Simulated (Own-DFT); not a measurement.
## Calculated data, InAs (zincblende, strongly disordered by large displacements)

A calculation, not a measurement: plane-wave PBE density functional theory by an unreviewed code, no spin, of a simulated periodic cell, stress positive in tension, free energy of the whole cell less one offset for each atom, forces on such cells passed a denser k mesh, this cell's mesh not checked; broken bonds can close the gap or carry spin, so checks made on this kind of crystal may not hold here; offsets are fitted by least squares, one for each functional and potential file, so energies compare only between cells with the same atoms and settings and are not formation energies; the far tail of each file's local potential was reset to the Coulomb form; each entry is a single point on an unrelaxed cell, so the pressure reflects the starting lattice, mostly measured values (interpolated for alloys), from which strain is counted, and rises with the displacements; printed positions are rounded, which can move forces by about a meV/angstrom; the program, named Own-DFT, is a retired in-house code; no spin-orbit coupling. Program: Own-DFT development build.

```json
{"formula": "InAs", "kind": "zincblende, strongly disordered by large displacements", "structure": {"cell_angstrom": [[12.1166, 0.0, 0.0], [0.0, 12.1166, 0.0], [0.0, 0.0, 12.1166]], "atoms_fractional": [["In", 0.99643, 0.98194, 0.98982], ["In", 0.97749, 0.23971, 0.26583], ["In", 0.26177, 0.01195, 0.2185], ["In", 0.24236, 0.27335, 0.97278], ["As", 0.12092, 0.15097, 0.11622], ["As", 0.13609, 0.36708, 0.3522], ["As", 0.34463, 0.09892, 0.35762], ["As", 0.36131, 0.38839, 0.12978], ["In", 0.02117, 0.98706, 0.49703], ["In", 0.99424, 0.23717, 0.74271], ["In", 0.27166, 0.00503, 0.77087], ["In", 0.24544, 0.21612, 0.47134], ["As", 0.1428, 0.13789, 0.62636], ["As", 0.13718, 0.40407, 0.87797], ["As", 0.38886, 0.12002, 0.84602], ["As", 0.36154, 0.35348, 0.61082], ["In", 0.00243, 0.48361, 0.00694], ["In", 0.01459, 0.73728, 0.25993], ["In", 0.22505, 0.50972, 0.22857], ["In", 0.22911, 0.76255, 0.00179], ["As", 0.11789, 0.61626, 0.1302], ["As", 0.11797, 0.88942, 0.40133], ["As", 0.35872, 0.64611, 0.3667], ["As", 0.37673, 0.88399, 0.1513], ["In", 0.99804, 0.5288, 0.49462], ["In", 0.9949, 0.74952, 0.73142], ["In", 0.24413, 0.48637, 0.70443], ["In", 0.25133, 0.76724, 0.495], ["As", 0.12229, 0.59644, 0.60395], ["As", 0.16817, 0.87537, 0.88337], ["As", 0.37246, 0.64332, 0.86353], ["As", 0.36041, 0.88539, 0.61905], ["In", 0.49795, 0.98868, 0.01771], ["In", 0.49267, 0.24847, 0.2637], ["In", 0.77957, 0.00536, 0.25047], ["In", 0.76799, 0.23608, 0.9837], ["As", 0.62395, 0.13101, 0.14393], ["As", 0.65238, 0.36172, 0.37125], ["As", 0.8668, 0.132, 0.39334], ["As", 0.89515, 0.36835, 0.12042], ["In", 0.50232, 0.00452, 0.49072], ["In", 0.47938, 0.26203, 0.73715], ["In", 0.76265, 0.01511, 0.76077], ["In", 0.76967, 0.25593, 0.48392], ["As", 0.63181, 0.12597, 0.61342], ["As", 0.6257, 0.38834, 0.89605], ["As", 0.87924, 0.11122, 0.87436], ["As", 0.85107, 0.33235, 0.63711], ["In", 0.50609, 0.50823, 0.0182], ["In", 0.52408, 0.7375, 0.25041], ["In", 0.76092, 0.50672, 0.2627], ["In", 0.75718, 0.74014, 0.9786], ["As", 0.64776, 0.61313, 0.14539], ["As", 0.60924, 0.88774, 0.3679], ["As", 0.85191, 0.63119, 0.34375], ["As", 0.88017, 0.88483, 0.10798], ["In", 0.51226, 0.49634, 0.53636], ["In", 0.4944, 0.70073, 0.74778], ["In", 0.77107, 0.47092, 0.74953], ["In", 0.72121, 0.74516, 0.50517], ["As", 0.59611, 0.60749, 0.6263], ["As", 0.60935, 0.89298, 0.86209], ["As", 0.88043, 0.62027, 0.86427], ["As", 0.87081, 0.85578, 0.62942]]}, "settings": {"functional": "PBE", "potential_files": "PseudoDojo norm-conserving, scalar-relativistic, standard set", "wave_cutoff [hartree]": 42.0, "occupations": "Fermi-Dirac", "smearing_width [eV]": 0.1, "hardware": "one NVIDIA H200", "k_mesh": "3 x 3 x 3 centred on Gamma"}, "results": {"free_energy_of_cell_above_offsets [eV]": "3.946", "pressure [GPa]": 10.2, "stress_xx [GPa]": -9.66, "stress_yy [GPa]": -10.44, "stress_zz [GPa]": -10.49, "stress_yz [GPa]": -2.29, "stress_xz [GPa]": -0.46, "stress_xy [GPa]": 1.07, "force_element": ["In", "In", "In", "In", "As", "As", "As", "As", "In", "In", "In", "In", "As", "As", "As", "As", "In", "In", "In", "In", "As", "As", "As", "As", "In", "In", "In", "In", "As", "As", "As", "As", "In", "In", "In", "In", "As", "As", "As", "As", "In", "In", "In", "In", "As", "As", "As", "As", "In", "In", "In", "In", "As", "As", "As", "As", "In", "In", "In", "In", "As", "As", "As", "As"], "force_x [eV/angstrom]": [3.433, 2.133, -5.97, 2.269, -0.338, -1.397, 5.23, 1.259, -7.459, 1.739, -3.218, -1.121, -1.209, -1.307, 2.901, -0.076, 0.019, -0.552, 4.395, 3.926, -2.874, 5.935, 0.906, 2.182, -4.609, 2.816, 1.095, -0.121, 2.489, -5.869, -4.9, 1.737, 0.571, -0.64, -1.757, -1.939, 0.797, -3.095, 3.514, -2.835, -1.514, 3.485, -2.998, -3.832, -0.137, 0.34, 3.037, 2.114, -1.048, -1.687, -2.468, -1.486, -1.171, 2.514, 4.665, -1.255, -6.885, 1.657, -1.858, 0.197, 10.51, 0.609, 1.007, -1.857], "force_y [eV/angstrom]": [1.746, 0.87, 1.04, -2.617, -1.313, -0.025, 1.328, -1.114, 7.331, 0.326, -2.338, 3.206, -1.799, 0.545, 3.189, 0.411, 2.213, 2.263, -2.569, -5.397, 3.985, -6.642, -1.769, -4.773, -3.71, -1.825, -0.192, -1.119, 5.617, 4.154, -3.442, -0.266, 1.269, 0.486, -0.208, 1.681, -0.548, 1.987, -5.379, -1.159, 0.575, -0.302, -2.494, 0.662, 0.686, -1.386, 1.272, 1.773, 0.51, 0.346, -8.09, 1.368, 1.597, -0.796, 5.922, -2.938, -8.957, 6.41, 1.848, 0.445, 6.1, -1.679, -0.978, 2.658], "force_z [eV/angstrom]": [-0.801, -1.092, -2.093, 1.715, -0.374, 1.484, 2.62, -0.514, 7.405, 0.972, -3.906, 0.705, 1.222, -3.143, 5.195, -2.66, -1.261, 0.234, 4.089, 6.007, -4.31, -8.949, -0.456, -2.389, -4.832, 1.771, 3.158, 0.459, 2.758, -5.247, 5.03, 0.793, -0.553, -0.237, -0.166, 2.096, -1.263, -0.584, -1.536, 1.23, 1.349, 1.102, -2.906, 2.016, 0.329, -1.571, 0.766, 0.514, -0.039, 0.612, -3.292, 0.785, -3.269, -0.595, 6.049, 2.237, -8.655, -1.014, 1.424, -0.574, 3.937, -0.05, 0.021, -1.755], "wall_time [s]": 1395.0}}
```
